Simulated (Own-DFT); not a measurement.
# How strain changes the stress of wurtzite AlN, 72 atoms (Al36N36)

All numbers below are calculated, not measured. The program, named Own-DFT, is a retired in-house plane-wave density functional code that no person has reviewed. Each row is one single-point run on a periodic cell that was not relaxed, without spin or spin-orbit coupling.

Settings of every run: PBE; PseudoDojo norm-conserving scalar-relativistic files; cutoff 42 hartree; 4 x 4 x 3 k mesh centred on Gamma; Gaussian smearing of 0.01 eV.

Known limits: k mesh not checked against a denser one; stress not checked against mesh or cutoff.

Unstrained cell vectors in Å: (9.336, 0.000, 0.000); (-4.668, 8.085, 0.000); (0.000, 0.000, 9.964). The unstrained cell has measured lattice constants (interpolated for alloys), not those of this functional. That, the random moves and any unrelaxed bonds set the pressure at no strain. Each run strains this cell uniformly, with the atoms carried along. Every atom was also moved at random, by a Gaussian of width 0.05 Å on each axis. Strain is the symmetric tensor, in per cent. Stress is positive in tension, and the pressure is minus a third of its trace.

```
run,e_xx (%),e_yy (%),e_zz (%),e_yz (%),e_xz (%),e_xy (%),s_xx (GPa),s_yy (GPa),s_zz (GPa),s_yz (GPa),s_xz (GPa),s_xy (GPa),P (GPa),E (meV/atom)
1,-0.30,-1.68,-1.17,1.49,-1.01,1.34,-9.11,-18.19,-12.81,3.75,-2.10,6.13,13.37,47.5
2,-0.43,-1.73,-0.60,-0.31,-1.24,0.85,-9.01,-15.77,-11.16,-1.87,-1.76,3.11,11.98,30.8
3,-1.94,1.22,1.77,-0.47,0.76,1.39,-11.90,-0.83,1.69,-1.81,0.78,3.36,3.68,18.5
4,1.72,0.89,-0.09,-0.07,0.12,-0.97,1.10,1.65,-3.70,-0.19,-0.08,-2.03,0.31,3.2
5,-0.59,-1.73,1.49,-0.39,-1.43,0.20,-7.73,-14.01,-0.80,-1.08,-3.71,0.15,7.51,13.4
6,0.17,-0.80,-0.35,1.22,0.64,-0.37,-6.52,-9.31,-7.87,2.83,1.17,-0.90,7.90,22.1
7,0.13,0.84,-1.93,-1.72,-0.98,1.46,-6.53,-1.32,-17.26,-4.25,-3.39,5.97,8.37,39.4
8,-1.49,-1.87,1.87,-0.69,0.02,0.10,-12.87,-17.94,1.22,-3.34,-0.68,-0.10,9.86,31.5
9,-0.99,-1.20,1.10,-1.84,0.19,-1.30,-11.54,-13.37,-1.77,-4.59,-0.15,-4.73,8.89,42.3
10,0.94,1.17,-0.17,0.05,1.17,0.76,0.26,-0.90,-3.84,0.30,2.03,2.09,1.50,15.1
11,1.15,0.65,1.55,-1.91,1.37,0.22,0.75,-1.11,3.06,-4.69,3.07,-0.32,-0.90,6.8
12,1.93,0.68,-0.16,0.53,-0.39,0.77,0.67,0.27,-3.02,0.30,-0.32,3.16,0.69,14.1
13,-1.53,-1.10,0.81,1.66,-1.89,-1.74,-13.21,-15.54,-3.36,5.45,-3.58,-5.85,10.71,61.0
14,-1.34,-1.20,-2.00,1.05,-0.02,-0.91,-14.34,-14.89,-20.16,4.60,0.64,-4.71,16.46,50.2
15,1.54,-1.03,-0.02,1.18,-1.31,-0.22,1.47,-10.73,-5.26,4.25,-2.88,-0.52,4.84,16.3
16,1.48,0.73,1.76,-0.31,0.26,-0.87,2.61,1.36,2.64,-0.71,1.18,-3.32,-2.20,0.0
17,0.63,1.30,-1.33,-1.92,-0.47,1.94,-2.17,-0.90,-10.30,-5.37,-0.37,7.88,4.45,16.7
18,-0.76,-0.14,-0.32,-0.35,-0.33,0.25,?,?,?,?,?,?,?,?
```

E is the free energy for each atom above the lowest run shown.

## Worked fit

Each stress component was fitted by least squares to a constant and the strains of the runs shown, as fractions, with shears doubled. Shear strains stay in the fit of a normal stress only where such slopes are resolved. The slopes, in GPa:

| stress | at no strain | per e_xx | per e_yy | per e_zz | scatter |
|---|---|---|---|---|---|
| s_xx | -5.9 | 436 ± 24 | 72 ± 25 | 71 ± 20 | 1.06 |
| s_yy | -6.4 | 133 ± 31 | 535 ± 32 | 58 ± 26 | 1.36 |
| s_zz | -6.1 | 112 ± 28 | 63 ± 29 | 517 ± 24 | 1.23 |

Each shear stress against twice its own strain: yz 133 ± 9, xz 104 ± 12, xy 177 ± 11 GPa. These are stiffnesses along x, y and z of the frame in which the cell vectors are given, which need not be the crystal's axes. The atoms are held to the strained lattice; where symmetry lets them move under strain, relaxing them would lower some slopes. The table should be nearly symmetric about its diagonal, and what it lacks of that shows the noise. A ninth of its sum, 222 ± 4 GPa, estimates the bulk modulus near the mean pressure of these runs, 6.3 GPa, so it lies above the value at zero pressure.

## Withheld run

Question: what normal stresses and pressure should run 18 give?

The fit gives s_xx = -9.6, s_yy = -8.3, s_zz = -8.7 and P = 8.9 GPa. The calculation gave -8.39, -10.75, -8.24 and P = 9.12 GPa.
